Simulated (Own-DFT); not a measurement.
Hf$_{36}$O$_{71}$ (tetragonal hafnia with one neutral oxygen vacancy, atoms displaced) (calculated)

A calculation, not a measurement: plane-wave PBE and HSE06 DFT by an unreviewed code, no spin, of a simulated cell at Gamma alone, so results move with cell size and shape, stress positive in tension, energies less offsets, not probed for a lower state with spin; hafnium file: forces about 75 meV/angstrom off all-electron values; oxygen file: force components 24 meV/angstrom off all-electron in a glass; k mesh not checked against a denser one; forces and stress are PBE's, HSE06 gives the energy alone, and its difference from PBE has offsets of its own; offsets are fitted by least squares, one for each functional and potential file, so energies compare only between cells with the same atoms and settings and are not formation energies; the far tail of each file's local potential was reset to the Coulomb form; each entry is a single point on an unrelaxed cell, so the pressure reflects the starting lattice, taken from the Materials Project, from which strain is counted, and rises with the displacements; printed positions are rounded, which can move forces by about a meV/angstrom; the program is a retired in-house code; no spin-orbit coupling. Program: Own-DFT development build.

Common to all runs: first functional PBE; second functional HSE06; exact exchange share 0.25; screening 0.11 1/bohr; exchange divergence Gygi-Baldereschi; potential files PseudoDojo norm-conserving, scalar-relativistic, made for PBE, standard set; wave cutoff 48 hartree; occupations fixed; k mesh 1 x 1 x 1 centred on Gamma.

(1) Hf$_{36}$O$_{71}$ (tetragonal hafnia with one neutral oxygen vacancy, atoms displaced)

```
CELL_PARAMETERS angstrom
10.78000 0.00000 0.00000
0.00000 10.78000 0.00000
0.00000 0.00000 10.44930
ATOMIC_POSITIONS crystal
Hf 0.00823 0.99674 0.00546
Hf 0.18110 0.15505 0.25447
O 0.00244 0.16215 0.15769
O 0.00488 0.16799 0.39445
O 0.18483 0.98282 0.10067
Hf 0.98761 0.99553 0.50363
Hf 0.15949 0.17029 0.75039
O 0.99377 0.17332 0.64892
O 0.17135 0.00754 0.84988
O 0.99210 0.16106 0.90183
O 0.17147 0.98863 0.61129
Hf 0.00078 0.33056 0.00606
Hf 0.15713 0.50701 0.24352
O 0.01387 0.50728 0.15975
O 0.17113 0.31970 0.35219
O 0.00005 0.50234 0.40478
O 0.16235 0.33714 0.09841
Hf 0.99698 0.33363 0.49707
Hf 0.15928 0.49560 0.75393
O 0.00589 0.51431 0.65888
O 0.15826 0.33606 0.84382
O 0.99549 0.49757 0.90133
O 0.16635 0.33672 0.58160
Hf 0.97381 0.67748 0.99240
Hf 0.16875 0.82614 0.23628
O 0.00274 0.82837 0.15713
O 0.15938 0.67889 0.35578
O 0.99609 0.84067 0.39470
O 0.17717 0.65817 0.10145
Hf 0.00417 0.66715 0.49801
Hf 0.16704 0.81775 0.74856
O 0.01315 0.83635 0.64462
O 0.16024 0.66920 0.84353
O 0.99246 0.82958 0.90808
O 0.16540 0.68628 0.59008
Hf 0.32956 0.00176 0.99177
Hf 0.51058 0.16985 0.25186
O 0.33093 0.17449 0.15626
O 0.49510 0.00021 0.33727
O 0.33035 0.15820 0.41418
O 0.50074 0.99867 0.10323
Hf 0.32342 0.00122 0.50314
Hf 0.49907 0.16356 0.75576
O 0.34229 0.17439 0.65924
O 0.51056 0.98531 0.84841
O 0.32465 0.15337 0.90493
O 0.49742 0.00129 0.59616
Hf 0.33238 0.33513 0.00041
Hf 0.49894 0.51705 0.25796
O 0.33961 0.48863 0.15771
O 0.49976 0.33103 0.37094
O 0.34947 0.50950 0.41569
O 0.49544 0.32328 0.10940
Hf 0.31925 0.32994 0.50614
Hf 0.49687 0.50626 0.75957
O 0.34070 0.49095 0.64538
O 0.49708 0.33530 0.84350
O 0.33788 0.50343 0.90098
O 0.49570 0.32750 0.59589
Hf 0.32378 0.66556 0.99216
Hf 0.49151 0.83883 0.25228
O 0.33349 0.82632 0.15046
O 0.50072 0.65903 0.34113
O 0.32465 0.82015 0.40137
O 0.48834 0.68352 0.10141
Hf 0.33378 0.65913 0.49201
Hf 0.48902 0.82977 0.74505
O 0.34107 0.83734 0.64708
O 0.49838 0.66443 0.83407
O 0.32449 0.84057 0.90397
O 0.51420 0.66925 0.58909
Hf 0.65917 0.99566 0.00100
Hf 0.82285 0.15513 0.24871
O 0.66955 0.16562 0.14087
O 0.83045 0.00092 0.33810
O 0.65683 0.18071 0.40654
O 0.83257 0.00762 0.09757
Hf 0.66785 0.00115 0.50103
Hf 0.82889 0.16748 0.74761
O 0.66474 0.15532 0.64698
O 0.82425 0.99481 0.85378
O 0.66342 0.16580 0.88477
O 0.83992 0.00793 0.59610
Hf 0.67820 0.33560 0.98147
Hf 0.83631 0.49305 0.25770
O 0.67154 0.50724 0.14956
O 0.84777 0.33015 0.33748
O 0.65750 0.49875 0.41150
O 0.83206 0.34022 0.09354
Hf 0.66980 0.33100 0.49995
Hf 0.84155 0.50239 0.74377
O 0.66161 0.50099 0.64460
O 0.84497 0.33971 0.83970
O 0.67157 0.48784 0.91400
O 0.82788 0.33966 0.60024
Hf 0.67585 0.65987 0.00481
Hf 0.82746 0.83968 0.24435
O 0.67124 0.83013 0.14605
O 0.84058 0.66230 0.34430
O 0.65762 0.84561 0.40047
O 0.81693 0.66885 0.09919
Hf 0.66374 0.67569 0.50564
Hf 0.84565 0.82600 0.74589
O 0.67240 0.83082 0.66344
O 0.83068 0.66770 0.85008
O 0.66670 0.83115 0.89328
O 0.82445 0.66321 0.62183
```

* PBE energy of cell above offsets: -85.543 eV
* HSE06 less PBE above offsets: 0.614 eV
* PBE pressure: 6.45 GPa
* PBE stress xx: -5.29 GPa
* PBE stress yy: -8.3 GPa
* PBE stress zz: -5.76 GPa
* PBE stress yz: 0.05 GPa
* PBE stress xz: -0.78 GPa
* PBE stress xy: 0.08 GPa

Force:
| element | x (eV/Å) | y (eV/Å) | z (eV/Å) |
| --- | --- | --- | --- |
| Hf | -0.748 | 2.074 | 0.13 |
| Hf | -1.947 | 0.201 | 1.322 |
| O | 0.307 | -0.472 | -0.958 |
| O | -0.636 | -1.271 | 2.05 |
| O | -3.542 | 1.026 | 0.279 |
| Hf | 4.891 | 0.898 | -2.307 |
| Hf | 0.898 | -2.032 | -0.438 |
| O | 1.208 | 0.24 | 0.136 |
| O | -1.74 | -1.342 | 0.209 |
| O | 0.666 | 0.469 | 0.432 |
| O | -1.354 | 1.772 | -1.275 |
| Hf | -0.503 | -0.896 | -0.502 |
| Hf | 5.837 | -1.148 | 2.938 |
| O | -6.429 | 0.009 | -2.712 |
| O | 0.1 | 2.33 | -0.871 |
| O | 0.381 | -0.579 | 0.265 |
| O | 0.539 | 0.234 | -0.78 |
| Hf | -0.131 | -2.224 | -1.506 |
| Hf | 2.472 | 0.642 | -0.258 |
| O | -0.224 | -0.228 | -1.681 |
| O | 0.393 | -0.7 | 0.405 |
| O | 0.323 | 1.403 | 0.654 |
| O | -4.494 | 0.452 | 4.248 |
| Hf | 1.866 | -3.699 | 2.014 |
| Hf | 1.748 | 1.297 | 2.508 |
| O | -1.929 | -0.198 | -2.191 |
| O | -0.586 | -2.963 | -0.689 |
| O | -0.549 | -0.217 | 1.214 |
| O | -1.997 | 0.278 | -0.276 |
| Hf | -0.6 | 1.503 | -1.031 |
| Hf | 2.434 | 4.478 | -1.995 |
| O | -3.032 | -0.248 | 0.62 |
| O | 0.099 | -2.678 | 1.36 |
| O | 0.662 | 1.968 | -1.691 |
| O | 1.012 | -1.303 | 1.104 |
| Hf | 2.29 | -1.553 | 1.903 |
| Hf | -1.622 | 2.437 | -0.164 |
| O | 0.955 | -0.509 | -0.504 |
| O | 0.323 | 0.898 | 1.481 |
| O | -0.774 | 0.734 | -1.118 |
| O | -0.695 | -0.002 | -0.745 |
| Hf | 0.799 | -2.067 | -0.037 |
| Hf | 1.277 | 0.18 | -1.474 |
| O | -3.625 | -0.238 | -0.005 |
| O | -1.091 | 2.059 | 0.307 |
| O | 0.819 | 4.555 | -1.143 |
| O | 0.706 | -0.35 | -0.549 |
| Hf | 1.823 | -0.563 | 2.402 |
| Hf | 0.79 | -7.598 | -2.935 |
| O | -1.474 | 0.422 | -0.416 |
| O | -0.472 | 0.034 | -3.199 |
| O | -1.095 | -3.842 | -2.863 |
| O | 0.895 | 0.067 | -2.174 |
| Hf | 7.123 | 0.039 | -2.588 |
| Hf | 0.722 | -3.643 | -4.07 |
| O | -2.084 | 1.296 | 1.913 |
| O | -0.373 | -0.408 | 1.465 |
| O | -0.9 | -0.813 | -0.227 |
| O | 1.458 | -0.441 | 0.982 |
| Hf | 2.43 | 1.405 | 1.944 |
| Hf | -0.013 | -1.07 | -1.456 |
| O | -0.148 | 0.301 | 0.234 |
| O | 0.508 | 6.909 | 3.243 |
| O | 1.146 | 2.404 | -0.894 |
| O | 1.406 | -1.677 | -1.627 |
| Hf | 0.185 | 3.232 | 2.908 |
| Hf | 3.676 | 0.897 | 0.569 |
| O | -2.408 | -1.039 | 0.324 |
| O | -0.413 | 1.697 | 2.091 |
| O | -0.061 | -2.594 | -1.526 |
| O | -4.19 | 0.454 | 1.115 |
| Hf | 0.68 | -0.931 | -1.895 |
| Hf | 2.435 | 2.471 | -1.746 |
| O | -0.217 | -0.187 | 0.796 |
| O | -0.563 | -0.673 | 2.479 |
| O | 1.607 | -4.693 | -2.536 |
| O | 0.746 | -1.036 | 0.123 |
| Hf | -2.124 | 1.284 | 1.392 |
| Hf | -0.703 | -1.089 | 1.091 |
| O | 0.787 | 0.432 | 0.199 |
| O | 1.265 | 0.356 | -1.551 |
| O | 0.485 | 0.577 | 1.197 |
| O | -2.626 | -0.676 | 0.914 |
| Hf | -1.725 | -4.997 | 3.696 |
| Hf | -1.384 | 0.936 | -1.151 |
| O | -0.647 | -0.063 | 1.195 |
| O | -0.571 | -0.502 | 1.274 |
| O | 1.572 | 0.787 | -1.398 |
| O | 1.034 | 0.183 | 0.065 |
| Hf | -4.532 | 3.156 | 1.935 |
| Hf | -2.664 | -0.39 | -0.217 |
| O | 0.733 | -0.028 | 2.519 |
| O | -0.918 | -1.62 | 0.627 |
| O | -0.386 | 5.403 | -3.331 |
| O | 2.189 | 0.088 | -0.13 |
| Hf | -6.047 | 1.712 | -1.83 |
| Hf | 0.734 | -1.485 | 0.624 |
| O | -1.031 | 0.667 | 0.501 |
| O | -0.399 | 1.236 | 0.477 |
| O | 0.764 | -1.821 | -0.113 |
| O | 5.689 | 0.347 | 1.468 |
| Hf | 2.429 | -1.458 | -0.79 |
| Hf | -3.089 | 1.896 | 0.87 |
| O | 0.13 | 0.86 | -1.957 |
| O | 0.708 | -0.859 | 1.518 |
| O | 0.422 | -1.272 | 2.346 |
| O | 1.932 | 0.694 | -2.554 |

(2) Hf$_{36}$O$_{71}$ (tetragonal hafnia with one neutral oxygen vacancy, atoms displaced)

```
CELL_PARAMETERS angstrom
10.78000 0.00000 0.00000
0.00000 10.78000 0.00000
0.00000 0.00000 10.44930
ATOMIC_POSITIONS crystal
Hf 0.99697 0.99653 0.00273
Hf 0.16739 0.16134 0.24875
O 0.00276 0.15971 0.14715
O 0.17300 0.99902 0.35408
O 0.99361 0.17010 0.40464
O 0.16264 0.00378 0.09957
Hf 0.99197 0.99534 0.49756
Hf 0.16963 0.16411 0.75746
O 0.00224 0.17221 0.65551
O 0.16455 0.99981 0.84184
O 0.00262 0.15697 0.90500
O 0.16929 0.00625 0.60200
Hf 0.99765 0.33313 0.00364
Hf 0.16850 0.49504 0.25918
O 0.99978 0.50589 0.15015
O 0.15585 0.33391 0.35618
O 0.00166 0.50059 0.39905
O 0.16463 0.33363 0.10067
Hf 0.99850 0.33898 0.50662
Hf 0.15659 0.49935 0.75411
O 0.00471 0.49239 0.65078
O 0.17596 0.32929 0.84767
O 0.00695 0.50840 0.89974
O 0.17031 0.34073 0.60469
Hf 0.00306 0.66451 0.99301
Hf 0.16760 0.84405 0.24770
O 0.99822 0.83241 0.16029
O 0.18015 0.66939 0.34489
O 0.17474 0.66446 0.10185
Hf 0.99716 0.65832 0.49863
Hf 0.16784 0.83333 0.75074
O 0.99999 0.83812 0.64973
O 0.16769 0.67241 0.85208
O 0.99973 0.83316 0.89407
O 0.16358 0.65945 0.59491
Hf 0.32695 0.00102 0.00092
Hf 0.50241 0.16265 0.25367
O 0.33697 0.16790 0.15651
O 0.50208 0.00519 0.35403
O 0.32787 0.17424 0.40369
O 0.49201 0.00653 0.09388
Hf 0.32199 0.98904 0.49563
Hf 0.49840 0.16858 0.75740
O 0.32250 0.16607 0.64660
O 0.50239 0.00044 0.85867
O 0.32947 0.16963 0.90225
O 0.50504 0.00317 0.60358
Hf 0.33646 0.32788 0.99237
Hf 0.50914 0.49824 0.24324
O 0.33780 0.50785 0.14487
O 0.50160 0.32806 0.34606
O 0.32984 0.49347 0.40471
O 0.49261 0.33461 0.10139
Hf 0.33545 0.33311 0.49904
Hf 0.50595 0.50312 0.75825
O 0.33169 0.49192 0.65291
O 0.50460 0.33376 0.84765
O 0.33709 0.49689 0.90302
O 0.50270 0.33894 0.59477
Hf 0.32450 0.67209 0.00049
Hf 0.49431 0.83396 0.25162
O 0.33447 0.83096 0.14986
O 0.49378 0.66429 0.35511
O 0.32579 0.83365 0.40125
O 0.49942 0.66733 0.09572
Hf 0.33438 0.66606 0.51173
Hf 0.49760 0.83604 0.75406
O 0.33594 0.83304 0.65339
O 0.49936 0.65818 0.84350
O 0.33548 0.82639 0.90673
O 0.50285 0.66212 0.59513
Hf 0.65962 0.00163 0.00748
Hf 0.83151 0.15830 0.25133
O 0.66212 0.16937 0.16125
O 0.83910 0.00601 0.35204
O 0.66752 0.16522 0.40479
O 0.83545 0.99949 0.09737
Hf 0.67058 0.99561 0.50492
Hf 0.83816 0.16699 0.75483
O 0.66470 0.16687 0.64626
O 0.83784 0.00542 0.85374
O 0.66729 0.15611 0.90773
O 0.84150 0.00394 0.60432
Hf 0.65938 0.33672 0.00448
Hf 0.83567 0.49801 0.25095
O 0.66527 0.49524 0.15254
O 0.82950 0.33815 0.35375
O 0.67147 0.49969 0.40688
O 0.83125 0.33502 0.09155
Hf 0.65644 0.33670 0.49376
Hf 0.83577 0.49626 0.75180
O 0.66342 0.50672 0.65425
O 0.83032 0.32949 0.84156
O 0.67476 0.49651 0.90306
O 0.82986 0.33714 0.60291
Hf 0.65892 0.67242 0.00507
Hf 0.82949 0.84062 0.24801
O 0.67302 0.82293 0.15672
O 0.83256 0.66432 0.34577
O 0.66869 0.83441 0.40760
O 0.82773 0.66756 0.10431
Hf 0.66764 0.66757 0.49998
Hf 0.82400 0.83038 0.75039
O 0.66804 0.83877 0.65460
O 0.83186 0.67199 0.84661
O 0.67271 0.83987 0.89914
O 0.83153 0.66863 0.60440
```

* PBE energy of cell above offsets: -95.729 eV
* HSE06 less PBE above offsets: 0.178 eV
* PBE pressure: 2.05 GPa
* PBE stress xx: -1.3 GPa
* PBE stress yy: -2.95 GPa
* PBE stress zz: -1.9 GPa
* PBE stress yz: -0.21 GPa
* PBE stress xz: 1.01 GPa
* PBE stress xy: -0.1 GPa

Force:
| element | x (eV/Å) | y (eV/Å) | z (eV/Å) |
| --- | --- | --- | --- |
| Hf | -0.687 | -0.015 | -1.531 |
| Hf | 0.123 | 2.346 | 1.035 |
| O | -0.94 | 0.538 | 0.802 |
| O | -0.718 | 0.456 | -0.59 |
| O | 0.193 | -0.836 | -0.189 |
| O | 1.127 | -0.629 | 0.319 |
| Hf | 1.385 | 0.477 | 1.048 |
| Hf | -0.926 | 1.016 | -2.641 |
| O | 0.012 | 0.3 | 0.369 |
| O | 1.043 | -1.379 | 1.788 |
| O | 0.058 | 2.114 | 0.267 |
| O | -1.088 | -1.221 | -0.855 |
| Hf | 0.952 | -0.715 | -0.017 |
| Hf | 1.271 | 0.861 | -1.027 |
| O | 0.083 | -0.499 | -0.097 |
| O | 0.244 | -0.825 | -0.965 |
| O | -0.195 | 0.306 | 0.002 |
| O | 0.193 | -0.189 | -0.262 |
| Hf | 0.617 | -1.903 | 0.108 |
| Hf | 3.591 | -1.139 | -0.864 |
| O | -2.001 | 0.762 | -0.101 |
| O | -1.108 | 1.118 | 0.843 |
| O | -0.558 | -2.306 | -0.581 |
| O | -1.007 | -0.059 | -0.695 |
| Hf | -0.635 | 1.602 | 2.165 |
| Hf | -0.374 | -3.07 | 0.766 |
| O | 0.419 | 0.34 | -0.233 |
| O | -1.232 | 0.187 | 0.052 |
| O | -2.608 | 0.704 | -0.564 |
| Hf | -0.093 | 2.037 | -0.03 |
| Hf | -1.853 | 0.547 | -0.883 |
| O | 0.418 | -0.403 | -0.196 |
| O | 0.021 | -0.673 | -0.186 |
| O | 0.426 | -0.157 | 1.322 |
| O | -0.129 | 0.461 | 0.759 |
| Hf | 0.554 | -0.077 | -0.417 |
| Hf | -1.183 | 0.834 | 0.945 |
| O | -1.158 | -0.577 | -0.667 |
| O | -0.309 | -2.001 | -0.701 |
| O | -0.034 | -2.14 | -0.795 |
| O | 0.639 | -0.76 | 1.302 |
| Hf | 1.399 | 3.473 | 1.751 |
| Hf | 0.594 | -1.124 | -2.839 |
| O | 2.474 | 0.212 | 1.532 |
| O | -0.923 | -0.31 | -0.788 |
| O | 0.596 | -2.217 | -0.384 |
| O | -1.159 | -0.859 | -0.085 |
| Hf | -1.516 | 3.039 | 1.644 |
| Hf | -3.588 | 0.076 | 1.371 |
| O | -0.071 | -0.662 | 1.637 |
| O | 0.559 | 1.2 | -0.055 |
| O | -0.043 | 1.097 | -0.428 |
| O | 1.407 | -0.038 | -0.525 |
| Hf | -1.015 | 0.264 | 1.694 |
| Hf | -1.622 | -1.726 | -2.557 |
| O | 0.593 | 1.531 | 0.924 |
| O | 0.123 | -0.656 | 0.989 |
| O | -0.241 | 0.482 | 0.072 |
| O | -0.86 | -0.473 | 0.695 |
| Hf | 0.97 | -3.819 | 0.778 |
| Hf | 0.439 | -0.908 | 1.057 |
| O | 0.118 | 0.949 | 0.121 |
| O | 0.531 | 0.81 | -1.326 |
| O | 1.061 | -0.749 | -0.432 |
| O | 0.019 | 0.532 | 0.554 |
| Hf | -0.35 | -1.92 | -1.825 |
| Hf | 0.912 | 0.399 | -0.366 |
| O | -0.29 | -0.276 | -0.213 |
| O | 0.669 | 3.401 | 1.236 |
| O | 0.271 | 2.977 | -1.313 |
| O | -0.19 | 0.809 | 0.758 |
| Hf | 0.952 | -0.139 | -1.359 |
| Hf | 0.914 | 2.817 | 0.666 |
| O | 1.161 | -0.436 | -1.226 |
| O | -0.155 | -1.846 | 0.123 |
| O | 0.34 | -0.505 | -0.439 |
| O | -1.518 | -0.017 | 1.36 |
| Hf | -0.896 | 2.158 | 1.182 |
| Hf | -0.433 | -0.976 | -1.748 |
| O | 0.113 | -0.005 | 1.829 |
| O | -0.17 | -1.261 | -0.283 |
| O | -0.502 | 2.105 | 0.163 |
| O | -1.474 | -0.297 | -0.581 |
| Hf | 0.432 | -0.71 | -0.537 |
| Hf | 0.331 | 0.4 | -0.054 |
| O | 0.967 | -0.112 | -0.714 |
| O | 0.291 | -0.921 | -1.332 |
| O | -0.631 | 1.251 | -1.04 |
| O | 0.157 | -0.188 | 0.407 |
| Hf | 1.863 | -1.606 | 1.214 |
| Hf | -1.687 | 0.212 | -1.001 |
| O | 1.343 | -0.04 | 0.334 |
| O | 0.723 | 0.959 | 1.609 |
| O | -0.407 | 0.709 | 0.534 |
| O | -0.078 | 0.593 | -0.554 |
| Hf | 2.268 | -0.384 | -0.92 |
| Hf | 1.775 | -2.052 | 1.165 |
| O | -3.16 | 1.177 | -0.592 |
| O | 0.358 | 0.836 | 0.596 |
| O | 0.025 | -0.008 | -0.903 |
| O | 0.545 | -0.205 | -1.46 |
| Hf | 0.053 | -0.945 | 0.269 |
| Hf | 2.459 | 1.354 | 0.563 |
| O | -1.383 | -0.271 | -0.467 |
| O | 0.263 | -1.512 | 0.566 |
| O | -0.956 | -0.818 | 0.944 |
| O | 0.71 | -0.262 | -0.795 |
